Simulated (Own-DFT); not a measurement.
## Calculated data, Al$_{3}$GaN$_{4}$ (wurtzite random alloy, atoms displaced), InGa$_{3}$P$_{4}$ (zincblende random alloy, strained, atoms displaced), In$_{3}$GaP$_{4}$ (zincblende random alloy, atoms displaced)

Computed with Own-DFT development build. A calculation, not a measurement: plane-wave PBE density functional theory by an unreviewed code, no spin, of a simulated periodic cell, stress positive in tension, free energy of the whole cell less one offset for each atom, forces on such cells passed a denser k mesh, this cell's mesh not checked; offsets are fitted by least squares, one for each functional and potential file, so energies compare only between cells with the same atoms and settings and are not formation energies; the far tail of each file's local potential was reset to the Coulomb form; each entry is a single point on an unrelaxed cell, so the pressure reflects the starting lattice, mostly measured values, from which strain is counted, and rises with the displacements; printed positions are rounded, which can move forces by about a meV/angstrom; the program is a retired in-house code; no spin-orbit coupling; before rounding, a Quantum ESPRESSO 7.3.1 run of the same cell and cutoff gave forces within 1 meV/angstrom rms on each cell, which checks the program and not the settings.

Common to all runs: functional PBE; potential files PseudoDojo norm-conserving, scalar-relativistic, standard set; wave cutoff 42 hartree; occupations Fermi-Dirac; smearing width 0.1 eV.

(1) 
```cif
# cell vector a (Å): 9.3938 0.0000 0.0000
# cell vector b (Å): -4.6969 8.1352 0.0000
# cell vector c (Å): 0.0000 0.0000 10.0655
data_Al3GaN4
_symmetry_space_group_name_H-M 'P 1'
_symmetry_Int_Tables_number 1
_cell_length_a 9.3938
_cell_length_b 9.3937
_cell_length_c 10.0655
_cell_angle_alpha 90.000
_cell_angle_beta 90.000
_cell_angle_gamma 120.000
_cell_volume 769.21
loop_
_atom_site_label
_atom_site_type_symbol
_atom_site_fract_x
_atom_site_fract_y
_atom_site_fract_z
_atom_site_occupancy
Al1 Al 0.10878 0.22237 0.00061 1
Al2 Al 0.22844 0.11345 0.24728 1
N1 N 0.11097 0.22258 0.18845 1
N2 N 0.21813 0.10550 0.43912 1
Al3 Al 0.10690 0.21879 0.49896 1
Al4 Al 0.22578 0.11476 0.74926 1
N3 N 0.11722 0.22363 0.68822 1
N4 N 0.22228 0.10944 0.94183 1
Ga1 Ga 0.10283 0.55307 0.99721 1
Al5 Al 0.22333 0.44607 0.25088 1
N5 N 0.10780 0.55442 0.19051 1
N6 N 0.21780 0.43915 0.44010 1
Al6 Al 0.11244 0.56129 0.49625 1
Al7 Al 0.21434 0.44180 0.74652 1
N7 N 0.11229 0.55545 0.69345 1
N8 N 0.22551 0.44952 0.93835 1
Al8 Al 0.11602 0.89402 0.99912 1
Al9 Al 0.22043 0.77763 0.25161 1
N9 N 0.10999 0.88219 0.18733 1
N10 N 0.22059 0.77648 0.44085 1
Al10 Al 0.11075 0.89243 0.49844 1
Ga2 Ga 0.22106 0.77540 0.75475 1
N11 N 0.11181 0.88772 0.69237 1
N12 N 0.21660 0.77323 0.93953 1
Al11 Al 0.43906 0.22078 0.99793 1
Al12 Al 0.56039 0.11552 0.24424 1
N13 N 0.44180 0.21998 0.18676 1
N14 N 0.55848 0.11519 0.43767 1
Ga3 Ga 0.44661 0.22404 0.50498 1
Al13 Al 0.56149 0.11433 0.75291 1
N15 N 0.44165 0.22098 0.69348 1
N16 N 0.55806 0.11660 0.94350 1
Al14 Al 0.44165 0.55025 0.99839 1
Al15 Al 0.55068 0.43968 0.25043 1
N17 N 0.44651 0.55755 0.19312 1
N18 N 0.54841 0.44605 0.43910 1
Ga4 Ga 0.44762 0.55602 0.50046 1
Al16 Al 0.55535 0.44191 0.75144 1
N19 N 0.43985 0.54964 0.68820 1
N20 N 0.56042 0.44278 0.93839 1
Al17 Al 0.43872 0.89041 0.99841 1
Al18 Al 0.55542 0.78036 0.24897 1
N21 N 0.44417 0.88437 0.19102 1
N22 N 0.55286 0.77706 0.44254 1
Al19 Al 0.45164 0.89329 0.50747 1
Al20 Al 0.55056 0.78009 0.74725 1
N23 N 0.44485 0.88301 0.69272 1
N24 N 0.55420 0.77643 0.94418 1
Ga5 Ga 0.78115 0.22640 0.99941 1
Ga6 Ga 0.89669 0.11927 0.25149 1
N25 N 0.78582 0.22433 0.19192 1
N26 N 0.88773 0.10507 0.44165 1
Al21 Al 0.78303 0.22312 0.50251 1
Al22 Al 0.88888 0.11219 0.75103 1
N27 N 0.77152 0.21677 0.68977 1
N28 N 0.88469 0.11164 0.93970 1
Ga7 Ga 0.77846 0.55535 0.00115 1
Ga8 Ga 0.88911 0.44194 0.25096 1
N29 N 0.77757 0.55399 0.19499 1
N30 N 0.89648 0.44559 0.43947 1
Al23 Al 0.77542 0.55543 0.50115 1
Al24 Al 0.88039 0.43920 0.74866 1
N31 N 0.77847 0.55712 0.69296 1
N32 N 0.88782 0.44089 0.93849 1
Al25 Al 0.77429 0.88408 0.99931 1
Al26 Al 0.88813 0.77605 0.25089 1
N33 N 0.77448 0.88888 0.18788 1
N34 N 0.88542 0.77749 0.44283 1
Al27 Al 0.77626 0.89107 0.49678 1
Ga9 Ga 0.88763 0.77422 0.75134 1
N35 N 0.77928 0.88466 0.68713 1
N36 N 0.88973 0.77793 0.93888 1
_calc_k_mesh '4 x 4 x 3 centred on Gamma'
_calc_free_energy_of_cell_above_offsets '-20.427'  # eV
_calc_pressure 5.17  # GPa
_calc_stress_xx -5.32  # GPa
_calc_stress_yy -4.99  # GPa
_calc_stress_zz -5.19  # GPa
_calc_stress_yz 0.6  # GPa
_calc_stress_xz -0.16  # GPa
_calc_stress_xy 0.22  # GPa
```

Force:
| element | x (eV/Å) | y (eV/Å) | z (eV/Å) |
| --- | --- | --- | --- |
| Al | -0.009 | 0.261 | -0.459 |
| Al | -1.069 | -1.033 | 0.415 |
| N | 1.751 | 0.763 | -0.283 |
| N | -0.385 | 0.832 | -0.534 |
| Al | 0.774 | 0.283 | 0.053 |
| Al | -0.552 | -1.07 | 0.235 |
| N | -1.203 | -0.547 | 0.269 |
| N | -0.577 | 0.642 | -0.496 |
| Ga | 1.396 | 0.182 | 0.876 |
| Al | -0.09 | 0.094 | -0.103 |
| N | 1.38 | 0.642 | 0.298 |
| N | -0.715 | 0.129 | -0.291 |
| Al | 0.885 | -0.664 | 0.932 |
| Al | 1.325 | 0.373 | 0.352 |
| N | -1.221 | -1.276 | -1.167 |
| N | 0.243 | -1.557 | -0.247 |
| Al | -0.635 | -1.273 | 0.113 |
| Al | 0.606 | -0.235 | -0.059 |
| N | -0.474 | 1.081 | 0.335 |
| N | 0.305 | 1.088 | 0.12 |
| Al | 0.229 | -1.152 | 0.606 |
| Ga | -0.255 | 0.126 | -1.036 |
| N | 0.042 | 1.376 | -0.945 |
| N | 0.175 | 1.808 | 1.301 |
| Al | 0.821 | 0.538 | 0.103 |
| Al | 0.011 | -0.908 | 0.568 |
| N | 0.665 | 0.419 | 0.06 |
| N | 1.049 | -0.479 | 0.078 |
| Ga | -0.48 | -0.347 | -0.853 |
| Al | -1.278 | -1.045 | 0.175 |
| N | 1.162 | 0.038 | 0.966 |
| N | -1.117 | -1.127 | -0.686 |
| Al | 0.259 | 0.927 | 0.338 |
| Al | 0.161 | 0.716 | -0.138 |
| N | -0.1 | -0.57 | -0.603 |
| N | 2.804 | -0.528 | -0.672 |
| Ga | -1.734 | 0.099 | 0.204 |
| Al | -0.582 | 0.683 | -0.271 |
| N | 0.147 | 0.523 | 1.768 |
| N | -1.766 | -0.627 | 0.059 |
| Al | 1.091 | -0.541 | 0.517 |
| Al | 0.338 | -0.384 | 0.274 |
| N | -0.96 | 1.104 | -0.415 |
| N | 0.146 | 1.42 | -0.736 |
| Al | -1.004 | -0.393 | -1.46 |
| Al | 2.256 | -1.525 | 0.972 |
| N | -0.564 | 2.177 | -0.242 |
| N | -0.493 | -0.007 | -0.916 |
| Ga | -0.134 | -0.809 | 0.776 |
| Ga | -0.113 | -1.75 | -0.027 |
| N | -1.932 | -0.692 | -0.332 |
| N | -0.464 | 1.112 | 0.804 |
| Al | -0.497 | -0.016 | -0.852 |
| Al | 0.664 | -0.781 | -0.354 |
| N | 0.896 | 0.715 | -0.062 |
| N | 1.685 | -0.746 | -0.493 |
| Ga | 0.191 | 0.272 | 0.475 |
| Ga | -0.185 | 0.617 | 0.183 |
| N | -1.137 | 0.112 | 0.075 |
| N | -1.425 | -0.408 | 1.749 |
| Al | 0.281 | 0.007 | -0.326 |
| Al | 1.022 | 0.775 | -0.073 |
| N | -0.192 | -2.143 | -1.085 |
| N | -0.916 | 0.472 | -1.428 |
| Al | -0.118 | 0.483 | 0.045 |
| Al | -0.319 | 0.34 | -0.034 |
| N | 0.814 | -0.446 | 0.303 |
| N | 0.357 | -0.093 | -0.519 |
| Al | 0.281 | -1.16 | 0.629 |
| Ga | 0.113 | 0.904 | -0.228 |
| N | -1.779 | 1.25 | 0.074 |
| N | 0.148 | 0.953 | 1.321 |

(2) 
```cif
# cell vector a (Å): 11.3066 0.0000 0.0000
# cell vector b (Å): 0.0000 11.3066 0.0000
# cell vector c (Å): 0.0000 0.0000 10.8940
data_InGa3P4
_symmetry_space_group_name_H-M 'P 1'
_symmetry_Int_Tables_number 1
_cell_length_a 11.3066
_cell_length_b 11.3066
_cell_length_c 10.8940
_cell_angle_alpha 90.000
_cell_angle_beta 90.000
_cell_angle_gamma 90.000
_cell_volume 1392.68
loop_
_atom_site_label
_atom_site_type_symbol
_atom_site_fract_x
_atom_site_fract_y
_atom_site_fract_z
_atom_site_occupancy
Ga1 Ga 0.00246 0.00239 0.00443 1
Ga2 Ga 0.99856 0.25815 0.24942 1
Ga3 Ga 0.24863 0.00501 0.24917 1
Ga4 Ga 0.25334 0.24851 0.99845 1
P1 P 0.12405 0.12279 0.12929 1
P2 P 0.12405 0.37171 0.37333 1
P3 P 0.38028 0.12643 0.37332 1
P4 P 0.37020 0.36640 0.12153 1
In1 In 0.01008 0.99596 0.49546 1
In2 In 0.99992 0.25580 0.75447 1
Ga5 Ga 0.24816 0.99711 0.74775 1
Ga6 Ga 0.25290 0.25274 0.49662 1
P5 P 0.12232 0.12394 0.62389 1
P6 P 0.12816 0.37798 0.86761 1
P7 P 0.38038 0.11891 0.87386 1
P8 P 0.37820 0.37269 0.62577 1
Ga7 Ga 0.00478 0.49872 0.99540 1
Ga8 Ga 0.00777 0.74404 0.24592 1
Ga9 Ga 0.24596 0.49827 0.24688 1
Ga10 Ga 0.25311 0.74574 0.00720 1
P9 P 0.12325 0.61288 0.12316 1
P10 P 0.11921 0.87101 0.38435 1
P11 P 0.37277 0.63333 0.37211 1
P12 P 0.37079 0.87170 0.12999 1
In3 In 0.99716 0.50040 0.49192 1
Ga11 Ga 0.00083 0.75400 0.74836 1
Ga12 Ga 0.24595 0.49712 0.75683 1
Ga13 Ga 0.24876 0.75154 0.50375 1
P13 P 0.13306 0.62388 0.62796 1
P14 P 0.12740 0.88391 0.87449 1
P15 P 0.37092 0.62239 0.87724 1
P16 P 0.37951 0.87333 0.62126 1
In4 In 0.50337 0.00596 0.00666 1
In5 In 0.50907 0.24908 0.24374 1
In6 In 0.75559 0.99893 0.23702 1
Ga14 Ga 0.74886 0.25224 0.00044 1
P17 P 0.63216 0.12054 0.12184 1
P18 P 0.61562 0.37502 0.37142 1
P19 P 0.86910 0.12909 0.37126 1
P20 P 0.88291 0.37434 0.12528 1
Ga15 Ga 0.49340 0.99751 0.49556 1
Ga16 Ga 0.49410 0.24678 0.74801 1
In7 In 0.75105 0.99829 0.74756 1
Ga17 Ga 0.74809 0.26413 0.50182 1
P21 P 0.62403 0.11869 0.62474 1
P22 P 0.63839 0.38239 0.87750 1
P23 P 0.86855 0.12681 0.88057 1
P24 P 0.87337 0.37556 0.63202 1
Ga18 Ga 0.49582 0.49982 0.99439 1
In8 In 0.49606 0.75837 0.25165 1
Ga19 Ga 0.75689 0.50578 0.24115 1
Ga20 Ga 0.74449 0.74575 0.00331 1
P25 P 0.62548 0.62756 0.12167 1
P26 P 0.62846 0.87428 0.36690 1
P27 P 0.87473 0.62469 0.38252 1
P28 P 0.87358 0.87405 0.12312 1
Ga21 Ga 0.50155 0.49448 0.50693 1
Ga22 Ga 0.49549 0.74325 0.74725 1
Ga23 Ga 0.74444 0.49976 0.74852 1
Ga24 Ga 0.74752 0.75197 0.50060 1
P29 P 0.62622 0.62552 0.61706 1
P30 P 0.62525 0.88096 0.87582 1
P31 P 0.87725 0.61793 0.87301 1
P32 P 0.87408 0.87919 0.62322 1
_calc_k_mesh '3 x 3 x 3 centred on Gamma'
_calc_free_energy_of_cell_above_offsets '-28.979'  # eV
_calc_pressure 3.12  # GPa
_calc_stress_xx -2.48  # GPa
_calc_stress_yy -2.42  # GPa
_calc_stress_zz -4.47  # GPa
_calc_stress_yz -0.15  # GPa
_calc_stress_xz -0.51  # GPa
_calc_stress_xy 0.37  # GPa
```

Force:
| element | x (eV/Å) | y (eV/Å) | z (eV/Å) |
| --- | --- | --- | --- |
| Ga | -0.436 | -0.065 | -0.317 |
| Ga | 0.081 | -1.24 | 0.369 |
| Ga | 0.051 | -0.639 | 0.682 |
| Ga | -0.498 | -0.592 | -0.515 |
| P | -0.073 | 0.809 | -0.338 |
| P | 1.193 | -0.47 | -0.627 |
| P | -1.295 | -0.733 | 0.454 |
| P | -0.12 | 1.654 | -0.419 |
| In | -2.591 | 1.952 | 0.619 |
| In | -0.402 | -1.496 | -0.103 |
| Ga | 0.563 | 0.41 | -0.312 |
| Ga | -0.116 | -0.499 | 0.245 |
| P | 2.094 | 0.757 | 0.42 |
| P | 0.846 | 0.195 | 2.256 |
| P | -1.773 | 1.359 | -0.953 |
| P | -0.705 | 0.328 | 0.299 |
| Ga | -0.519 | -0.307 | -0.246 |
| Ga | -0.783 | 0.3 | 0.417 |
| Ga | 0.745 | -0.195 | 0.524 |
| Ga | -0.631 | 0.303 | -0.439 |
| P | 0.283 | 1.053 | -0.117 |
| P | 2.694 | -2.152 | -3.093 |
| P | -1.079 | -2.17 | 1.316 |
| P | -1.802 | 1.383 | -1.042 |
| In | 0.949 | -0.591 | 1.744 |
| Ga | 0.036 | -0.289 | 0.185 |
| Ga | 0.954 | 0.54 | -0.985 |
| Ga | 0.282 | -0.215 | -0.136 |
| P | -0.237 | 0.546 | 0.379 |
| P | -0.245 | -1.108 | 0.487 |
| P | 0.166 | 0.18 | -0.282 |
| P | -0.639 | -0.049 | 0.397 |
| In | -0.95 | -1.477 | -0.35 |
| In | -0.84 | -0.581 | -0.375 |
| In | 0.025 | 0.206 | 1.851 |
| Ga | 0.461 | 0.072 | 0.21 |
| P | 0.606 | 2.329 | -0.68 |
| P | 2.237 | 1.945 | 1.23 |
| P | 0.746 | 1.455 | 0.681 |
| P | -0.675 | 0.434 | -0.624 |
| Ga | 1.013 | 0.073 | 0.055 |
| Ga | 1.105 | -0.108 | 0.209 |
| In | 0.046 | 0.384 | 0.485 |
| Ga | -0.287 | -1.07 | -0.17 |
| P | -1.19 | 1.727 | -1.327 |
| P | -1.944 | -0.836 | 0.006 |
| P | 0.915 | 0.027 | 1.127 |
| P | -1.544 | 0.728 | -0.932 |
| Ga | 0.509 | -0.318 | 0.463 |
| In | 0.888 | -1.324 | -0.147 |
| Ga | -0.423 | -0.218 | 0.611 |
| Ga | 0.696 | 0.44 | -0.99 |
| P | -0.168 | -1.127 | -0.098 |
| P | 0.33 | 0.776 | 2.291 |
| P | -1.489 | 1.794 | -2.246 |
| P | 2.194 | -2.132 | -1.464 |
| Ga | -0.421 | 0.655 | -0.922 |
| Ga | 0.544 | 0.477 | 0.284 |
| Ga | 0.794 | 0.666 | -0.359 |
| Ga | 0.307 | 0.361 | -0.26 |
| P | -0.303 | -0.205 | 0.856 |
| P | -0.454 | -2.795 | 0.116 |
| P | -0.205 | 0.88 | -0.008 |
| P | 0.486 | -2.196 | -0.395 |

(3) 
```cif
# cell vector a (Å): 11.5283 0.0000 0.0000
# cell vector b (Å): 0.0000 11.5283 0.0000
# cell vector c (Å): 0.0000 0.0000 11.5283
data_In3GaP4
_symmetry_space_group_name_H-M 'P 1'
_symmetry_Int_Tables_number 1
_cell_length_a 11.5283
_cell_length_b 11.5283
_cell_length_c 11.5283
_cell_angle_alpha 90.000
_cell_angle_beta 90.000
_cell_angle_gamma 90.000
_cell_volume 1532.13
loop_
_atom_site_label
_atom_site_type_symbol
_atom_site_fract_x
_atom_site_fract_y
_atom_site_fract_z
_atom_site_occupancy
In1 In 0.00947 0.99825 0.01386 1
Ga1 Ga 0.99822 0.25415 0.24222 1
In2 In 0.24998 0.99985 0.23885 1
Ga2 Ga 0.25271 0.25421 0.00854 1
P1 P 0.13078 0.12675 0.13030 1
P2 P 0.11480 0.37339 0.37693 1
P3 P 0.37276 0.12384 0.36494 1
P4 P 0.37627 0.37297 0.13680 1
In3 In 0.99600 0.98243 0.50907 1
In4 In 0.00155 0.24326 0.75330 1
In5 In 0.25358 0.99807 0.74973 1
In6 In 0.24536 0.25072 0.49538 1
P5 P 0.10587 0.13183 0.62970 1
P6 P 0.12416 0.37179 0.88180 1
P7 P 0.37830 0.12806 0.88946 1
P8 P 0.37052 0.37682 0.62458 1
In7 In 0.00377 0.49804 0.00184 1
In8 In 0.00403 0.76831 0.24385 1
In9 In 0.24458 0.49584 0.25141 1
In10 In 0.25958 0.75307 0.99038 1
P9 P 0.13668 0.62949 0.11405 1
P10 P 0.12314 0.87355 0.36975 1
P11 P 0.36046 0.63058 0.37911 1
P12 P 0.37761 0.87506 0.13665 1
In11 In 0.00339 0.50453 0.50289 1
In12 In 0.99964 0.73831 0.74516 1
In13 In 0.24574 0.49855 0.74713 1
In14 In 0.25313 0.75116 0.50320 1
P13 P 0.13566 0.63512 0.62871 1
P14 P 0.12697 0.87294 0.86976 1
P15 P 0.37624 0.63257 0.87402 1
P16 P 0.38107 0.87669 0.63632 1
Ga3 Ga 0.50350 0.00474 0.99856 1
Ga4 Ga 0.49812 0.25282 0.25056 1
Ga5 Ga 0.75250 0.99605 0.25661 1
In15 In 0.74403 0.25727 0.00403 1
P17 P 0.62957 0.13294 0.11467 1
P18 P 0.62553 0.36424 0.37189 1
P19 P 0.88256 0.11921 0.37037 1
P20 P 0.87408 0.37622 0.12159 1
Ga6 Ga 0.50347 0.98725 0.49285 1
In16 In 0.50582 0.24259 0.75269 1
In17 In 0.73857 0.98955 0.74427 1
In18 In 0.74269 0.25303 0.50201 1
P21 P 0.62510 0.11819 0.62226 1
P22 P 0.60781 0.36444 0.87255 1
P23 P 0.87604 0.12438 0.87501 1
P24 P 0.87222 0.37022 0.60966 1
In19 In 0.50213 0.48396 0.99645 1
In20 In 0.49873 0.74746 0.25850 1
In21 In 0.75440 0.49155 0.24555 1
In22 In 0.73816 0.75198 0.00111 1
P25 P 0.62273 0.61744 0.12936 1
P26 P 0.61690 0.87199 0.38517 1
P27 P 0.87829 0.62313 0.38515 1
P28 P 0.87990 0.87937 0.12452 1
Ga7 Ga 0.49921 0.49157 0.50177 1
In23 In 0.50224 0.75002 0.73805 1
In24 In 0.75683 0.50583 0.76592 1
Ga8 Ga 0.74341 0.75098 0.50960 1
P29 P 0.61626 0.62579 0.63079 1
P30 P 0.62615 0.87286 0.87355 1
P31 P 0.88589 0.63090 0.86181 1
P32 P 0.88083 0.87948 0.60923 1
_calc_k_mesh '3 x 3 x 3 centred on Gamma'
_calc_free_energy_of_cell_above_offsets '-25.651'  # eV
_calc_pressure 5.16  # GPa
_calc_stress_xx -5.2  # GPa
_calc_stress_yy -5.17  # GPa
_calc_stress_zz -5.1  # GPa
_calc_stress_yz 0.01  # GPa
_calc_stress_xz 1.15  # GPa
_calc_stress_xy -0.01  # GPa
```

Force:
| element | x (eV/Å) | y (eV/Å) | z (eV/Å) |
| --- | --- | --- | --- |
| In | -0.132 | 0.662 | -1.916 |
| Ga | -0.038 | -0.572 | 0.601 |
| In | -0.034 | -0.163 | 1.57 |
| Ga | 0.036 | -0.189 | 0.007 |
| P | -0.632 | 2.387 | -0.688 |
| P | -0.241 | -0.482 | -1.277 |
| P | 1.405 | -0.021 | 0.971 |
| P | -0.072 | -0.897 | -0.722 |
| In | 3.479 | 3.966 | -3.596 |
| In | -1.72 | 1.984 | 1.073 |
| In | -0.671 | 1.534 | 0.364 |
| In | 0.075 | -0.711 | 0.316 |
| P | 2.952 | -2.136 | -1.973 |
| P | 1.097 | -0.73 | -0.11 |
| P | -0.648 | -0.235 | 0.07 |
| P | 1.149 | -0.393 | -0.467 |
| In | -0.051 | 0.941 | -0.054 |
| In | -0.328 | -2.914 | 0.112 |
| In | -0.363 | 0.49 | 0.159 |
| In | -0.235 | 0.967 | 0.877 |
| P | -0.979 | -0.039 | 0.952 |
| P | 1.498 | 0.975 | 1.331 |
| P | 2.062 | -2.035 | -0.209 |
| P | 1.198 | 0.074 | -2.339 |
| In | 0.277 | 0.104 | 0.656 |
| In | 0.951 | 2.878 | -1.291 |
| In | 0.425 | 0.159 | 1.131 |
| In | -0.167 | 1.72 | 0.124 |
| P | -0.729 | -1.348 | -0.569 |
| P | -0.689 | 0.13 | 0.378 |
| P | 1.094 | -1.768 | -0.696 |
| P | -0.223 | 1.223 | -2.642 |
| Ga | 0.033 | -0.292 | 0.602 |
| Ga | 0.24 | -0.871 | -0.101 |
| Ga | -0.071 | 0.573 | -0.296 |
| In | 1.225 | -0.126 | -1.699 |
| P | -1.717 | -2.162 | 2.505 |
| P | -1.769 | 1.187 | -0.389 |
| P | -0.578 | 0.486 | -0.534 |
| P | 1.249 | -0.79 | 0.264 |
| Ga | -1.238 | 1.594 | 0.985 |
| In | -1.809 | -1.086 | -1.666 |
| In | 1.982 | 0.742 | 0.135 |
| In | 0.604 | -1.716 | -0.677 |
| P | -1.154 | -0.409 | -1.022 |
| P | 3.105 | 1.336 | 0.033 |
| P | -0.809 | -0.686 | 0.653 |
| P | 0.638 | 1.02 | 2.45 |
| In | -1.428 | 1.9 | 0.906 |
| In | -0.113 | -0.592 | -0.183 |
| In | -0.133 | 1.035 | 1.539 |
| In | 1.38 | -0.593 | 0.459 |
| P | -0.148 | 0.153 | -0.34 |
| P | 2.128 | -0.006 | -0.469 |
| P | -1.341 | 1.573 | -1.048 |
| P | -2.609 | 0.117 | 0.149 |
| Ga | -0.227 | 0.496 | -0.343 |
| In | -0.375 | 0.061 | 2.248 |
| In | -1.285 | -1.677 | -1.777 |
| Ga | 0.404 | -0.507 | -0.484 |
| P | 1.86 | -1.679 | -2.123 |
| P | -1.744 | 0.506 | 0.632 |
| P | -1.504 | -0.836 | 3.581 |
| P | -4.54 | -4.308 | 3.868 |
